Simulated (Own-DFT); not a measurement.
# How strain changes the stress of beta-Si3N4, 42 atoms (N24Si18)

All numbers below are calculated, not measured. The program, named Own-DFT, is a retired in-house plane-wave density functional code that no person has reviewed. Each row is one single-point run on a periodic cell that was not relaxed, without spin or spin-orbit coupling.

Settings of every run: PBE; PseudoDojo norm-conserving scalar-relativistic files; cutoff 42 hartree; 3 x 3 x 3 k mesh centred on Gamma; Fermi-Dirac smearing of 0.1 eV.

Known limits: forces on such cells passed a denser k mesh, each cell not checked; stress not checked against mesh or cutoff.

Unstrained cell vectors in Å: (7.606, 0.000, 0.000); (-3.803, 6.587, 0.000); (0.000, 0.000, 8.727). The unstrained cell has measured lattice constants (interpolated for alloys), not those of this functional. That, the random moves and any unrelaxed bonds set the pressure at no strain. Each run strains this cell uniformly, with the atoms carried along. Every atom was also moved at random, by a Gaussian of width 0.05 Å on each axis. Strain is the symmetric tensor, in per cent. Stress is positive in tension, and the pressure is minus a third of its trace.

| run | e_xx (%) | e_yy (%) | e_zz (%) | e_yz (%) | e_xz (%) | e_xy (%) | s_xx (GPa) | s_yy (GPa) | s_zz (GPa) | s_yz (GPa) | s_xz (GPa) | s_xy (GPa) | P (GPa) | E (meV/atom) |
|---|---|---|---|---|---|---|---|---|---|---|---|---|---|---|
| 1 | 0.17 | -0.92 | 1.75 | -1.35 | -1.33 | -0.67 | -3.99 | -9.47 | -1.96 | -5.30 | -3.80 | -0.88 | 5.14 | 30.1 |
| 2 | -1.47 | -0.17 | 1.08 | 1.19 | -1.21 | -0.11 | -12.22 | -5.84 | -7.19 | 4.16 | -4.26 | -0.11 | 8.42 | 28.1 |
| 3 | -0.72 | -1.67 | 0.99 | -1.47 | 0.27 | -1.46 | -11.17 | -18.06 | -6.60 | -5.68 | 0.91 | -4.77 | 11.95 | 41.9 |
| 4 | 1.27 | 1.28 | 0.35 | -1.09 | -1.38 | 1.69 | 1.63 | -0.80 | -6.04 | -4.98 | -3.37 | 3.97 | 1.74 | 45.1 |
| 5 | -1.69 | -1.15 | 0.03 | -1.68 | -0.40 | -1.12 | -18.87 | -14.11 | -15.93 | -7.90 | -4.06 | -0.76 | 16.30 | 56.3 |
| 6 | -0.77 | -0.19 | 1.16 | 0.31 | -0.12 | 1.15 | -12.35 | -7.99 | -2.51 | 0.38 | -0.23 | 5.42 | 7.62 | 28.3 |
| 7 | 1.03 | 1.63 | 1.24 | -1.74 | 1.88 | -1.92 | -0.25 | 3.84 | -2.62 | -7.55 | 7.39 | -7.39 | -0.32 | 35.9 |
| 8 | 1.89 | 0.43 | 1.26 | -1.63 | -1.55 | -1.10 | 1.28 | -1.20 | -0.29 | -6.33 | -5.24 | -6.09 | 0.07 | 42.7 |
| 9 | 1.69 | -1.42 | -0.68 | 1.31 | 0.15 | 1.92 | -2.10 | -13.66 | -11.56 | 6.41 | 0.17 | 8.15 | 9.10 | 22.5 |
| 10 | 1.15 | 1.10 | 1.62 | -1.38 | 0.53 | 0.81 | 1.06 | -2.21 | 1.60 | -7.08 | 0.60 | 1.66 | -0.15 | 43.9 |
| 11 | 0.16 | -1.09 | 1.55 | -0.50 | -1.77 | 1.41 | -6.53 | -9.96 | -0.63 | 0.19 | -5.97 | 3.30 | 5.70 | 13.4 |
| 12 | 1.67 | 1.69 | -1.06 | -1.17 | 0.70 | -1.92 | 2.85 | 3.27 | -15.34 | -4.34 | 2.57 | -5.30 | 3.07 | 22.2 |
| 13 | 0.97 | 0.25 | 0.48 | 1.80 | 1.88 | -0.72 | -0.56 | -3.88 | -8.13 | 7.00 | 7.14 | -2.30 | 4.19 | 21.3 |
| 14 | 0.90 | 0.52 | 0.04 | -0.16 | -1.10 | 0.81 | -0.66 | -4.49 | -7.07 | -1.80 | -4.73 | 4.41 | 4.07 | 0.0 |
| 15 | 1.28 | -1.74 | -1.77 | 0.94 | -1.09 | -1.75 | ? | ? | ? | ? | ? | ? | ? | ? |

E is the free energy for each atom above the lowest run shown.

## Worked fit

Each stress component was fitted by least squares to a constant and the strains of the runs shown, as fractions, with shears doubled. Shear strains stay in the fit of a normal stress only where such slopes are resolved. The slopes, in GPa:

```
stress  at no strain  per e_xx  per e_yy  per e_zz  scatter
  s_xx          -7.2  486 ± 48  129 ± 48   80 ± 55     1.67
  s_yy          -6.9   61 ± 50  521 ± 50   65 ± 58     1.75
  s_zz         -11.2  186 ± 46    6 ± 47  619 ± 54     1.62
```

Each shear stress against twice its own strain: yz 208 ± 14, xz 166 ± 16, xy 171 ± 18 GPa. These are stiffnesses along x, y and z of the frame in which the cell vectors are given, which need not be the crystal's axes. The atoms are held to the strained lattice; where symmetry lets them move under strain, relaxing them would lower some slopes. The table should be nearly symmetric about its diagonal, and what it lacks of that shows the noise. A ninth of its sum, 239 ± 10 GPa, estimates the bulk modulus near the mean pressure of these runs, 5.5 GPa, so it lies above the value at zero pressure.

## Withheld run

Question: what normal stresses and pressure should run 15 give?

The fit gives s_xx = -4.6, s_yy = -16.3, s_zz = -19.9 and P = 13.6 GPa. The calculation gave -9.93, -15.68, -19.57 and P = 15.06 GPa.
